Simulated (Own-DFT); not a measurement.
# Strain and stress in wurtzite AlN, 72 atoms (Al36N36)

These are calculations, not measurements. They come from Own-DFT, an in-house plane-wave density functional program, since retired, whose code no person has reviewed. Each row is one single-point run on a periodic cell that was not relaxed, without spin or spin-orbit coupling.

Settings of every run: PBE; PseudoDojo norm-conserving scalar-relativistic files; cutoff 42 hartree; 3 x 3 x 2 k mesh centred on Gamma; Fermi-Dirac smearing of 0.1 eV.

Known limits: forces on such cells moved up to 12 meV/angstrom on a denser k mesh; stress not checked against mesh or cutoff.

Unstrained cell vectors in Å: (9.336, 0.000, 0.000); (-4.668, 8.085, 0.000); (0.000, 0.000, 9.964). The unstrained cell has measured lattice constants (interpolated for alloys), not those of this functional. That, the random moves and any unrelaxed bonds set the pressure at no strain. Each run strains this cell uniformly, with the atoms carried along. Every atom was also moved at random, by a Gaussian of width 0.05 Å on each axis. Strain is the symmetric tensor, in per cent. Stress is positive in tension, and the pressure is minus a third of its trace.

```
run  e_xx (%)  e_yy (%)  e_zz (%)  e_yz (%)  e_xz (%)  e_xy (%)  s_xx (GPa)  s_yy (GPa)  s_zz (GPa)  s_yz (GPa)  s_xz (GPa)  s_xy (GPa)  P (GPa)  E (meV/atom)
  1     -0.41     -1.48      1.57     -1.62      0.98      0.14       -7.74      -12.20       -0.05       -4.06        2.31       -1.65     6.66          21.5
  2     -0.20     -0.33      1.62      0.38      0.04      0.63       -5.52       -6.05        1.43        0.16       -1.01        2.25     3.38           0.0
  3      1.48      0.84      0.04     -1.86      1.59     -1.26        2.68       -1.67       -4.39       -4.64        3.68       -4.34     1.13          23.0
  4     -0.90      0.52     -0.39     -0.50     -0.96     -0.40      -10.96       -4.51       -6.03       -0.97       -2.17       -1.30     7.17          15.3
  5      1.78     -0.44      0.01     -0.51      1.38     -1.77        1.38       -5.73       -4.48       -2.12        2.76       -6.37     2.94          14.4
  6      1.87      0.48      1.18      0.73      1.42      1.85        3.63       -0.58        1.91        2.01        3.72        4.07    -1.65           3.0
  7     -0.14      0.61      0.08     -0.18     -1.02      1.39       -6.06       -1.51       -5.67       -0.34       -2.10        3.99     4.42          10.0
  8     -1.35     -1.83      0.68     -0.05     -0.31     -0.08      -14.77      -15.32       -5.38        0.12       -0.29       -0.06    11.82          32.7
  9     -1.93      0.30      0.55     -0.21     -0.90     -0.41      -13.63       -7.83       -3.73        0.14       -2.25       -0.39     8.40          25.7
 10      1.32      1.74      0.06     -0.42      0.20      0.99        2.43        3.11       -3.74       -0.67        1.03        3.86    -0.60          12.4
 11     -1.94     -1.03      1.00     -1.68      0.88      0.57      -14.98      -12.28       -2.87       -4.52        1.83       -0.01    10.05          25.1
 12      0.46     -0.38      0.31      1.77     -1.37      1.28       -3.37       -6.94       -4.66        5.63       -4.09        5.34     4.99          13.8
 13      1.03     -1.79      0.36      0.43     -0.44      0.39       -2.55      -15.41       -3.78        0.73       -1.10        0.44     7.25          33.2
 14      1.29      0.85     -1.07      0.83      1.70      0.69       -0.11       -1.25       -8.22        1.13        4.26        2.73     3.19          14.2
 15     -0.31     -0.08     -0.89      0.61     -0.66      1.32       -7.81       -5.86      -10.30        1.78       -1.23        4.53     7.99          10.6
 16      1.32     -1.81     -1.01     -0.75      1.43     -0.07       -1.34      -15.62      -12.38       -2.23        4.47        1.11     9.78          44.0
 17      0.96      1.75      1.30     -0.27     -1.25     -1.97        1.88        3.74        1.43       -0.11       -2.45       -5.76    -2.35           9.8
 18      1.26     -1.88      0.10      0.23      0.14     -1.62           ?           ?           ?           ?           ?           ?        ?             ?
```

E is the free energy for each atom above the lowest run shown.

## Worked fit

Each stress component was fitted by least squares to a constant and the strains of the runs shown, as fractions, with shears doubled. Shear strains stay in the fit of a normal stress only where such slopes are resolved. The slopes, in GPa:

| stress | at no strain | per e_xx | per e_yy | per e_zz | scatter |
|---|---|---|---|---|---|
| s_xx | -5.9 | 474 ± 15 | 102 ± 16 | 81 ± 21 | 0.70 |
| s_yy | -6.1 | 85 ± 24 | 497 ± 25 | 70 ± 34 | 1.13 |
| s_zz | -5.7 | 53 ± 18 | 83 ± 19 | 456 ± 26 | 0.85 |

Each shear stress against twice its own strain: yz 119 ± 10, xz 111 ± 10, xy 143 ± 12 GPa. These are stiffnesses along x, y and z of the frame in which the cell vectors are given, which need not be the crystal's axes. The atoms are held to the strained lattice; where symmetry lets them move under strain, relaxing them would lower some slopes. The table should be nearly symmetric about its diagonal, and what it lacks of that shows the noise. A ninth of its sum, 211 ± 5 GPa, estimates the bulk modulus near the mean pressure of these runs, 5.0 GPa, so it lies above the value at zero pressure.

## Withheld run

Question: what normal stresses and pressure should run 18 give?

The fit gives s_xx = -1.7, s_yy = -14.3, s_zz = -6.1 and P = 7.4 GPa. The calculation gave -3.32, -13.44, -3.59 and P = 6.79 GPa.
